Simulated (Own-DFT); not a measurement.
# Biaxial strain at fixed height in wurtzite AlGaN with randomly placed atoms, 128 atoms (Al48Ga16N64)

Source: density functional calculations with Own-DFT, an unreviewed in-house program that is no longer used. Nothing was measured or relaxed, and spin and spin-orbit coupling are left out.

Method: PBE; PseudoDojo norm-conserving scalar-relativistic files (stringent for Ga); cutoff 96 hartree; 3 x 3 x 3 k mesh centred on Gamma; Gaussian smearing of 0.01 eV.

Caveats: k mesh not checked against a denser one; stress not checked against mesh or cutoff.

Unstrained cell vectors in Å: (12.525, 0.000, 0.000); (-6.263, 10.847, 0.000); (0.000, 0.000, 10.066). The unstrained cell has measured lattice constants (interpolated for alloys), not those of this functional. That, the random moves and any unrelaxed bonds set the pressure at no strain. Each run strains x and y alike by e, as a substrate would, and holds the height along z. All atoms carry random offsets, Gaussian with a width of 0.05 Å per axis. The random placing of the alloy's atoms differs from row to row. Stress is positive in tension.

```
e (%)  u (Å)  (s_xx + s_yy)/2 (GPa)  s_zz (GPa)
-2.25  0.048                 -20.55      -10.25
-2.00  0.049                 -19.88       -8.81
-1.75  0.046                 -16.24      -10.79
-1.25  0.048                 -14.13       -8.03
-1.00  0.047                      ?           ?
-0.75  0.052                 -10.72       -8.47
-0.50  0.049                  -9.39       -6.48
 1.50  0.048                   1.46       -3.03
 2.00  0.050                   3.68       -3.28
 2.50  0.051                   6.21       -3.59
```

## Analysis

With e as a fraction, the in-plane stress is -6.4 + 570 e - 2895 e² GPa (errors 12 and 1037, scatter 0.58), and s_zz is -6.5 + 158 e GPa (slope ± 19, scatter 0.99). At e = 0 the first slope is C11 + C12 and the second 2 C13, both with the ions held to the strained lattice and at the cell's own pressure. A free layer would change its height as e changes, and the in-plane slope would drop by 2 C13²/C33 to the biaxial modulus. At fixed height, a misfit of 1 % moves the in-plane stress by about 5.7 GPa and s_zz by 1.6 GPa.

## Check

Question: what are the two stresses at e = -1.00 %?

From the fit: -12.4 and -8.1 GPa. DFT gave -12.31 and -7.44 GPa.
